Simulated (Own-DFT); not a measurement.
# Stretching a layer in its plane: wurtzite AlGaN with randomly placed atoms, 72 atoms (Al9Ga27N36)

Everything here is calculated. The program is Own-DFT (plane waves, in-house, since retired, never reviewed by a person); positions were held fixed, and spin and spin-orbit coupling were off.

Common settings: PBE; PseudoDojo norm-conserving scalar-relativistic files; cutoff 42 hartree; 4 x 4 x 3 k mesh centred on Gamma; Fermi-Dirac smearing of 0.1 eV.

Keep in mind: forces on such cells passed a denser k mesh, each cell not checked; stress not checked against mesh or cutoff.

Unstrained cell vectors in Å: (9.509, 0.000, 0.000); (-4.755, 8.235, 0.000); (0.000, 0.000, 10.268). The unstrained cell has measured lattice constants (interpolated for alloys), not those of this functional. That, the random moves and any unrelaxed bonds set the pressure at no strain. Each run strains x and y alike by e, as a substrate would, and holds the height along z. Each coordinate of each atom was shifted by a normal deviate of width 0.05 Å. The random placing of the alloy's atoms differs from row to row. Stress is positive in tension.

```
e (%)  u (Å)  (s_xx + s_yy)/2 (GPa)  s_zz (GPa)
-2.25  0.051                 -22.21      -10.47
-1.75  0.050                 -19.81       -8.32
-1.50  0.049                 -15.09      -12.28
-1.25  0.054                 -15.63       -8.58
 0.25  0.047                  -5.67       -6.90
 0.75  0.052                      ?           ?
 1.00  0.051                  -2.40       -7.19
 1.50  0.052                  -0.32       -5.56
 2.00  0.049                   2.34       -5.35
 2.75  0.046                   5.96       -3.77
```

## Working it out

With e as a fraction, the in-plane stress is -7.6 + 571 e - 3390 e² GPa (errors 19 and 1557, scatter 0.97), and s_zz is -7.7 + 130 e GPa (slope ± 25, scatter 1.27). At e = 0 the first slope is C11 + C12 and the second 2 C13, both with the ions held to the strained lattice and at the cell's own pressure. A free layer would change its height as e changes, and the in-plane slope would drop by 2 C13²/C33 to the biaxial modulus. At fixed height, a misfit of 1 % moves the in-plane stress by about 5.7 GPa and s_zz by 1.3 GPa.

## Prediction

Question: what are the two stresses at e = 0.75 %?

The fitted form gives -3.5 and -6.7 GPa. The calculation gave -2.61 and -8.12 GPa.
